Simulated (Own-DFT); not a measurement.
## Calculated data, GaP (zincblende, strongly disordered by large displacements)

All values are calculated (Own-DFT development build). A calculation, not a measurement: plane-wave PBE density functional theory by an unreviewed code, no spin, of a simulated periodic cell, stress positive in tension, free energy of the whole cell less one offset for each atom, forces on such cells passed a denser k mesh, this cell's mesh not checked; broken bonds can close the gap or carry spin, so checks made on this kind of crystal may not hold here; offsets are fitted by least squares, one for each functional and potential file, so energies compare only between cells with the same atoms and settings and are not formation energies; the far tail of each file's local potential was reset to the Coulomb form; each entry is a single point on an unrelaxed cell, so the pressure reflects the starting lattice, mostly measured values (interpolated for alloys), from which strain is counted, and rises with the displacements; printed positions are rounded, which can move forces by about a meV/angstrom; the program, named Own-DFT, is a retired in-house code; no spin-orbit coupling.

Settings shared by all entries: functional PBE; potential files PseudoDojo norm-conserving, scalar-relativistic, standard set; wave cutoff 42 hartree; occupations Fermi-Dirac; smearing width 0.1 eV; hardware one NVIDIA H100; k mesh 3 x 3 x 3 centred on Gamma.

(1) 
```cif
# cell vector a (Å): 10.9010 0.0000 0.0000
# cell vector b (Å): 0.0000 10.9010 0.0000
# cell vector c (Å): 0.0000 0.0000 10.9010
data_GaP
_symmetry_space_group_name_H-M 'P 1'
_symmetry_Int_Tables_number 1
_cell_length_a 10.9010
_cell_length_b 10.9010
_cell_length_c 10.9010
_cell_angle_alpha 90.000
_cell_angle_beta 90.000
_cell_angle_gamma 90.000
_cell_volume 1295.39
loop_
_atom_site_label
_atom_site_type_symbol
_atom_site_fract_x
_atom_site_fract_y
_atom_site_fract_z
_atom_site_occupancy
Ga1 Ga 0.99100 0.98992 0.02735 1
Ga2 Ga 0.00482 0.25848 0.23721 1
Ga3 Ga 0.24659 0.00919 0.24134 1
Ga4 Ga 0.25397 0.23654 0.00028 1
P1 P 0.13632 0.11013 0.09365 1
P2 P 0.09939 0.37589 0.36282 1
P3 P 0.36707 0.13125 0.36566 1
P4 P 0.35535 0.37010 0.13014 1
Ga5 Ga 0.99045 0.00080 0.49214 1
Ga6 Ga 0.00233 0.24050 0.76294 1
Ga7 Ga 0.18961 0.98650 0.74190 1
Ga8 Ga 0.24591 0.26287 0.51914 1
P5 P 0.12287 0.12785 0.64531 1
P6 P 0.14854 0.39234 0.89561 1
P7 P 0.40759 0.12697 0.86762 1
P8 P 0.38409 0.36309 0.63711 1
Ga9 Ga 0.01517 0.49439 0.00616 1
Ga10 Ga 0.99512 0.74369 0.23373 1
Ga11 Ga 0.28139 0.52915 0.24507 1
Ga12 Ga 0.22722 0.72353 0.99952 1
P9 P 0.09622 0.60761 0.13123 1
P10 P 0.13633 0.88718 0.36673 1
P11 P 0.36707 0.61701 0.40221 1
P12 P 0.38463 0.86977 0.11679 1
Ga13 Ga 0.01287 0.49575 0.52234 1
Ga14 Ga 0.00924 0.73874 0.73362 1
Ga15 Ga 0.26787 0.50805 0.74972 1
Ga16 Ga 0.24575 0.74397 0.50814 1
P13 P 0.12748 0.61052 0.61918 1
P14 P 0.12723 0.84123 0.88183 1
P15 P 0.36617 0.60664 0.85487 1
P16 P 0.35171 0.86911 0.63134 1
Ga17 Ga 0.47682 0.99229 0.97619 1
Ga18 Ga 0.49327 0.22430 0.24740 1
Ga19 Ga 0.72241 0.00269 0.21473 1
Ga20 Ga 0.75938 0.24895 0.00172 1
P17 P 0.59142 0.10337 0.13878 1
P18 P 0.60388 0.36682 0.38106 1
P19 P 0.87157 0.13962 0.37741 1
P20 P 0.86366 0.36865 0.16465 1
Ga21 Ga 0.46043 0.96634 0.48472 1
Ga22 Ga 0.51599 0.23519 0.74949 1
Ga23 Ga 0.76756 0.99293 0.73213 1
Ga24 Ga 0.73492 0.25141 0.49689 1
P21 P 0.64154 0.12263 0.63324 1
P22 P 0.65129 0.35728 0.86398 1
P23 P 0.86745 0.10870 0.87872 1
P24 P 0.84832 0.39473 0.59970 1
Ga25 Ga 0.49743 0.49792 0.99164 1
Ga26 Ga 0.51620 0.73044 0.25017 1
Ga27 Ga 0.76313 0.51696 0.24231 1
Ga28 Ga 0.74287 0.75438 0.00129 1
P25 P 0.63609 0.60042 0.16587 1
P26 P 0.60830 0.87383 0.40544 1
P27 P 0.85440 0.60771 0.35535 1
P28 P 0.89561 0.89182 0.12956 1
Ga29 Ga 0.48332 0.49206 0.52173 1
Ga30 Ga 0.50906 0.74598 0.74602 1
Ga31 Ga 0.71228 0.52099 0.72990 1
Ga32 Ga 0.74674 0.74795 0.51902 1
P29 P 0.64914 0.63313 0.61682 1
P30 P 0.62792 0.88075 0.88844 1
P31 P 0.84694 0.59143 0.86467 1
P32 P 0.87043 0.89712 0.63423 1
_calc_free_energy_of_cell_above_offsets '-0.499'  # eV
_calc_pressure 10.57  # GPa
_calc_stress_xx -10.36  # GPa
_calc_stress_yy -11.28  # GPa
_calc_stress_zz -10.08  # GPa
_calc_stress_yz 0.9  # GPa
_calc_stress_xz -1.53  # GPa
_calc_stress_xy 1.03  # GPa
_calc_wall_time 569.9  # s
```

Force:
```tsv
element	x (eV/Å)	y (eV/Å)	z (eV/Å)
Ga	4.598	4.758	-8.066
Ga	0.675	-3.705	0.512
Ga	1.116	-0.456	-0.467
Ga	1.811	1.281	-1.926
P	-1.155	0.576	2.394
P	3.571	1.64	2.55
P	-1.828	-1.256	2.765
P	2.094	-0.037	-0.174
Ga	0.419	0.837	-0.561
Ga	-1.357	2.178	0.906
Ga	3.783	-3.63	2.731
Ga	-0.805	-0.714	-2.26
P	-1.401	2.707	-4.084
P	-0.493	-1.996	-2.192
P	-5.38	1.318	-0.407
P	-0.772	-0.218	1.454
Ga	-4.355	-2.233	-2.188
Ga	-0.789	1.049	2.83
Ga	-2.497	-1.849	-0.424
Ga	2.796	-0.82	1.59
P	4.255	1.889	1.797
P	-1.593	-1.967	0.966
P	1.388	1.158	-0.991
P	-1.55	-1.642	0.827
Ga	-3.131	-2.485	-3.467
Ga	-2.08	0.048	1.455
Ga	-4.937	-5.527	-4.509
Ga	-0.892	0.939	-1.125
P	1.968	1.876	1.646
P	-2.538	2.653	-1.243
P	5.549	6.041	5.872
P	0.385	0.347	1.565
Ga	1.794	-2.013	2.606
Ga	-0.413	4.579	1.286
Ga	4.682	-2.762	4.568
Ga	0.111	-0.432	1.46
P	-0.893	1.443	-5.631
P	-0.039	0.619	-0.734
P	0.041	-1.249	-1.385
P	-0.494	-0.599	-4.687
Ga	-1.217	2.919	0.903
Ga	1.418	1.478	-0.591
Ga	-6.516	5.03	6.548
Ga	0.334	-0.126	-0.408
P	-1.205	-1.002	-1.521
P	-2.233	2.066	-0.108
P	1.362	0.447	0.97
P	0.986	-0.442	2.207
Ga	0.737	-1.433	0.65
Ga	-1.741	2.451	2.05
Ga	0.666	-9.222	0.144
Ga	1.289	-1.671	0.669
P	-7.383	4.478	-8.363
P	2.92	-1.751	-3.154
P	6.776	7.055	8.25
P	-7.746	-6.058	5.288
Ga	2.245	0.272	-1.76
Ga	-0.476	0.681	0.449
Ga	4.439	-7.986	5.989
Ga	3.73	4.29	-4.745
P	-9.279	1.73	-2.43
P	-0.001	-0.302	-2.21
P	2.61	2.413	1.795
P	6.641	-7.664	-5.88
```

(2) 
```cif
# cell vector a (Å): 10.9010 0.0000 0.0000
# cell vector b (Å): 0.0000 10.9010 0.0000
# cell vector c (Å): 0.0000 0.0000 10.9010
data_GaP
_symmetry_space_group_name_H-M 'P 1'
_symmetry_Int_Tables_number 1
_cell_length_a 10.9010
_cell_length_b 10.9010
_cell_length_c 10.9010
_cell_angle_alpha 90.000
_cell_angle_beta 90.000
_cell_angle_gamma 90.000
_cell_volume 1295.39
loop_
_atom_site_label
_atom_site_type_symbol
_atom_site_fract_x
_atom_site_fract_y
_atom_site_fract_z
_atom_site_occupancy
Ga1 Ga 0.01036 0.01918 0.98777 1
Ga2 Ga 0.98771 0.25244 0.25824 1
Ga3 Ga 0.22051 0.97923 0.22354 1
Ga4 Ga 0.27797 0.23244 0.00039 1
P1 P 0.13186 0.11462 0.13145 1
P2 P 0.15033 0.41319 0.36410 1
P3 P 0.39947 0.15535 0.39192 1
P4 P 0.33368 0.38558 0.05532 1
Ga5 Ga 0.98450 0.97531 0.53335 1
Ga6 Ga 0.01175 0.25383 0.69878 1
Ga7 Ga 0.29844 0.98434 0.78137 1
Ga8 Ga 0.28685 0.27487 0.48451 1
P5 P 0.13947 0.15972 0.63244 1
P6 P 0.08063 0.40620 0.82624 1
P7 P 0.39492 0.16567 0.87779 1
P8 P 0.36232 0.39058 0.63231 1
Ga9 Ga 0.96638 0.47132 0.03229 1
Ga10 Ga 0.98103 0.75494 0.25194 1
Ga11 Ga 0.27762 0.49014 0.27914 1
Ga12 Ga 0.22711 0.72968 0.94669 1
P9 P 0.08837 0.63807 0.13650 1
P10 P 0.17340 0.81848 0.36885 1
P11 P 0.35009 0.61104 0.38463 1
P12 P 0.34205 0.87322 0.16387 1
Ga13 Ga 0.97406 0.51075 0.45160 1
Ga14 Ga 0.05125 0.69212 0.74132 1
Ga15 Ga 0.21191 0.49419 0.74411 1
Ga16 Ga 0.25561 0.72613 0.51143 1
P13 P 0.15499 0.61036 0.63431 1
P14 P 0.14491 0.86754 0.83842 1
P15 P 0.29140 0.61746 0.83275 1
P16 P 0.39132 0.88527 0.67815 1
Ga17 Ga 0.44257 0.04728 0.01562 1
Ga18 Ga 0.49509 0.27556 0.24314 1
Ga19 Ga 0.76560 0.96778 0.28545 1
Ga20 Ga 0.77051 0.28840 0.97381 1
P17 P 0.66694 0.21605 0.11071 1
P18 P 0.60080 0.40717 0.36002 1
P19 P 0.92131 0.09992 0.38284 1
P20 P 0.89926 0.32055 0.11966 1
Ga21 Ga 0.44092 0.98061 0.47183 1
Ga22 Ga 0.46294 0.24090 0.67523 1
Ga23 Ga 0.77917 0.96683 0.77405 1
Ga24 Ga 0.79553 0.24700 0.48720 1
P21 P 0.64582 0.13484 0.57752 1
P22 P 0.63391 0.38229 0.89516 1
P23 P 0.86576 0.09945 0.87874 1
P24 P 0.87664 0.33433 0.62136 1
Ga25 Ga 0.47255 0.47893 0.02132 1
Ga26 Ga 0.48850 0.72947 0.21122 1
Ga27 Ga 0.72912 0.51911 0.21356 1
Ga28 Ga 0.75003 0.75629 0.02621 1
P25 P 0.66254 0.62735 0.09770 1
P26 P 0.63962 0.86972 0.34716 1
P27 P 0.84080 0.59987 0.38938 1
P28 P 0.84811 0.88595 0.15970 1
Ga29 Ga 0.50700 0.52018 0.47293 1
Ga30 Ga 0.48882 0.79221 0.78137 1
Ga31 Ga 0.75014 0.47474 0.71311 1
Ga32 Ga 0.71996 0.76263 0.50403 1
P29 P 0.63612 0.60870 0.60078 1
P30 P 0.61069 0.74903 0.89474 1
P31 P 0.89210 0.65244 0.88988 1
P32 P 0.86581 0.83870 0.61251 1
_calc_free_energy_of_cell_above_offsets '48.561'  # eV
_calc_pressure 23.02  # GPa
_calc_stress_xx -23.04  # GPa
_calc_stress_yy -24.32  # GPa
_calc_stress_zz -21.71  # GPa
_calc_stress_yz 0.95  # GPa
_calc_stress_xz -0.88  # GPa
_calc_stress_xy 4.6  # GPa
_calc_wall_time 614  # s
```

Force:
```tsv
element	x (eV/Å)	y (eV/Å)	z (eV/Å)
Ga	0.956	-2.154	0.364
Ga	5.165	-2.202	4.89
Ga	-3.818	2.455	5.956
Ga	-7.386	-5.707	0.795
P	-1.828	4.023	-2.058
P	-8.657	-6.536	4.676
P	0.888	-0.946	-3.241
P	-5.133	4.049	7.039
Ga	2.935	1.55	-0.114
Ga	-0.697	0.966	7.131
Ga	-5.267	7.528	5.296
Ga	-4.284	1.409	1.091
P	7.155	-7.233	-4.151
P	-5.275	-3.929	5.134
P	2.228	-0.841	-7.227
P	-0.508	4.102	-0.952
Ga	2.819	5.085	-2.737
Ga	-0.464	-0.041	2.077
Ga	2.834	-0.695	-10.68
Ga	-2.922	3.701	8.937
P	2.138	-2.041	-2.334
P	-3.599	3.184	-2.695
P	5.555	5.011	1.622
P	6.889	-4.61	-5.282
Ga	7.64	-4.821	4.181
Ga	-8.205	6.199	6.719
Ga	4.328	-12.12	-0.512
Ga	1.351	1.557	3.056
P	0.151	1.451	-14.18
P	-3.641	3.003	0.871
P	10.36	1.533	0.822
P	-0.173	-0.434	-14.17
Ga	2.29	-3.356	4.033
Ga	0.471	-0.576	-1.49
Ga	2.519	11.05	3.393
Ga	3.695	-2.22	-3.127
P	-4.277	-3.851	5.048
P	3.799	-2.892	-2.801
P	-1.799	0.338	-0.509
P	-3.786	1.149	-1.641
Ga	2.145	-2.268	0.991
Ga	4.303	-3.529	1.254
Ga	-2.084	-2.187	-2.807
Ga	-3.655	-3.056	-5.022
P	-1.891	-1.372	1.549
P	-3.261	2.988	-4.261
P	0.479	3.653	0.412
P	-2.762	7.814	0.217
Ga	8.972	5.517	-2.998
Ga	0.808	-0.121	1.271
Ga	3.664	-6.639	7.621
Ga	7.326	7.595	-2.796
P	-9.882	-2.761	-1.254
P	-9.651	-5.024	3.778
P	-6.046	5.554	-4.202
P	5.887	-3.297	-8.5
Ga	-1.943	1.136	3.229
Ga	0.552	-3.657	0.518
Ga	-0.588	0.44	2.056
Ga	-0.363	-0.496	-1.434
P	-1.262	0.531	1.851
P	3.444	-0.894	2.343
P	0.039	-1.797	-0.25
P	1.324	-0.273	3.2
```

(3) 
```cif
# cell vector a (Å): 10.9010 0.0000 0.0000
# cell vector b (Å): 0.0000 10.9010 0.0000
# cell vector c (Å): 0.0000 0.0000 10.9010
data_GaP
_symmetry_space_group_name_H-M 'P 1'
_symmetry_Int_Tables_number 1
_cell_length_a 10.9010
_cell_length_b 10.9010
_cell_length_c 10.9010
_cell_angle_alpha 90.000
_cell_angle_beta 90.000
_cell_angle_gamma 90.000
_cell_volume 1295.39
loop_
_atom_site_label
_atom_site_type_symbol
_atom_site_fract_x
_atom_site_fract_y
_atom_site_fract_z
_atom_site_occupancy
Ga1 Ga 0.01348 0.03601 0.96849 1
Ga2 Ga 0.97939 0.26321 0.30807 1
Ga3 Ga 0.17797 0.01838 0.24558 1
Ga4 Ga 0.30076 0.23339 0.99460 1
P1 P 0.08405 0.13646 0.10216 1
P2 P 0.13120 0.41198 0.38891 1
P3 P 0.36485 0.13454 0.40983 1
P4 P 0.38208 0.35322 0.12891 1
Ga5 Ga 0.98077 0.02521 0.52226 1
Ga6 Ga 0.03412 0.29308 0.73784 1
Ga7 Ga 0.22095 0.04324 0.80495 1
Ga8 Ga 0.22270 0.25451 0.51586 1
P5 P 0.09907 0.14358 0.58901 1
P6 P 0.12292 0.39268 0.86085 1
P7 P 0.38596 0.11966 0.86417 1
P8 P 0.39089 0.34144 0.63602 1
Ga9 Ga 0.00977 0.49213 0.96381 1
Ga10 Ga 0.99274 0.73036 0.24584 1
Ga11 Ga 0.23713 0.53310 0.25259 1
Ga12 Ga 0.29137 0.74649 0.02993 1
P9 P 0.11775 0.63287 0.12010 1
P10 P 0.17113 0.86776 0.40493 1
P11 P 0.43000 0.67328 0.42789 1
P12 P 0.35059 0.91237 0.12690 1
Ga13 Ga 0.00767 0.51485 0.46855 1
Ga14 Ga 0.01835 0.69596 0.70237 1
Ga15 Ga 0.22985 0.51029 0.77545 1
Ga16 Ga 0.26581 0.71830 0.49075 1
P13 P 0.15721 0.56957 0.59972 1
P14 P 0.12830 0.90340 0.87421 1
P15 P 0.42947 0.59833 0.88680 1
P16 P 0.30574 0.87648 0.61558 1
Ga17 Ga 0.47363 0.95221 0.99958 1
Ga18 Ga 0.51505 0.25378 0.23115 1
Ga19 Ga 0.79780 0.00138 0.21887 1
Ga20 Ga 0.73473 0.25782 0.96830 1
P17 P 0.60558 0.11710 0.10238 1
P18 P 0.61867 0.36563 0.41691 1
P19 P 0.83835 0.14093 0.36365 1
P20 P 0.87490 0.36987 0.11596 1
Ga21 Ga 0.45568 0.93139 0.52219 1
Ga22 Ga 0.48767 0.22621 0.73747 1
Ga23 Ga 0.75733 0.97617 0.75076 1
Ga24 Ga 0.72492 0.21658 0.47837 1
P21 P 0.62446 0.12984 0.60214 1
P22 P 0.64119 0.37918 0.87104 1
P23 P 0.82005 0.07875 0.90431 1
P24 P 0.90151 0.34568 0.62876 1
Ga25 Ga 0.50596 0.45216 0.96627 1
Ga26 Ga 0.54998 0.75977 0.24369 1
Ga27 Ga 0.74419 0.49299 0.29917 1
Ga28 Ga 0.74834 0.76686 0.93739 1
P25 P 0.62001 0.62582 0.13409 1
P26 P 0.64418 0.90492 0.38930 1
P27 P 0.86121 0.58774 0.39721 1
P28 P 0.89487 0.85969 0.15182 1
Ga29 Ga 0.49852 0.47979 0.53774 1
Ga30 Ga 0.51538 0.75434 0.75011 1
Ga31 Ga 0.78026 0.52712 0.75591 1
Ga32 Ga 0.78157 0.74722 0.51135 1
P29 P 0.63167 0.62736 0.60653 1
P30 P 0.65844 0.91424 0.88734 1
P31 P 0.87181 0.60771 0.89030 1
P32 P 0.84043 0.86996 0.62931 1
_calc_free_energy_of_cell_above_offsets '24.701'  # eV
_calc_pressure 16.01  # GPa
_calc_stress_xx -16.98  # GPa
_calc_stress_yy -16.62  # GPa
_calc_stress_zz -14.42  # GPa
_calc_stress_yz -1.49  # GPa
_calc_stress_xz 1.77  # GPa
_calc_stress_xy 1.69  # GPa
_calc_wall_time 632.1  # s
```

Force:
```tsv
element	x (eV/Å)	y (eV/Å)	z (eV/Å)
Ga	-3.085	-2.821	-2.733
Ga	2.157	2.23	-2.936
Ga	1.736	-0.164	0.933
Ga	-3.352	0.763	1.623
P	3.008	4.47	4.527
P	4.084	-5.548	-3.266
P	0.176	-0.616	-1.971
P	-1.296	3.81	-0.106
Ga	-4.245	-4.871	-2.857
Ga	0.623	-5.023	-0.667
Ga	0.096	1.783	-4.525
Ga	4.841	3.201	-2.913
P	0.785	0.322	6.25
P	3.496	-4.855	4.729
P	2.355	-2.128	0.691
P	-5.442	4.023	-1.885
Ga	-2.194	1.294	6.271
Ga	1.034	-1.364	3.474
Ga	2.031	-0.83	0.228
Ga	-0.769	-1.477	-1.223
P	0.769	-0.665	-2.289
P	-3.505	2.262	-1.446
P	4.697	-3.411	-3.22
P	-2.365	-1.416	4.783
Ga	-0.311	-0.297	5.66
Ga	-0.959	1.787	1.371
Ga	6.331	3.185	-1.595
Ga	-3.833	-1.225	2.095
P	-0.011	1.722	-0.635
P	-2.068	-6.13	0.968
P	-4.856	5.487	-2.341
P	-2.492	-0.061	4.548
Ga	4.173	2.688	-3.361
Ga	0.923	-1.67	3.261
Ga	-4.308	2.825	1.054
Ga	2.705	-3.52	4.565
P	1.581	-0.344	0.295
P	-1.05	1.669	-3.655
P	4.277	-4.647	-2.496
P	-0.106	0.251	0.93
Ga	4.713	2.944	-3.318
Ga	5.437	-1.317	1.222
Ga	-0.377	5.461	-4.478
Ga	0.088	3.778	2.45
P	-3.211	-4.806	5.217
P	1.04	0.863	-6.951
P	1.721	1.339	1.281
P	-5.74	3.275	-3.531
Ga	-1.987	-1.231	6.484
Ga	-1.644	3.347	3.069
Ga	-4.393	-3.28	-5.617
Ga	2.638	-5.263	4.072
P	2.025	-3.216	-2.815
P	-0.466	-1.13	-0.45
P	0.145	7.482	0.186
P	0.026	-0.699	-4.546
Ga	-0.23	1.65	-0.932
Ga	-0.308	0.133	-0.146
Ga	-3.614	-3.905	-5.591
Ga	-3.654	-3.051	-4.791
P	0.66	0.033	2.14
P	-7.51	1.311	3.139
P	2.008	4.63	1.874
P	7.006	0.963	-0.109
```
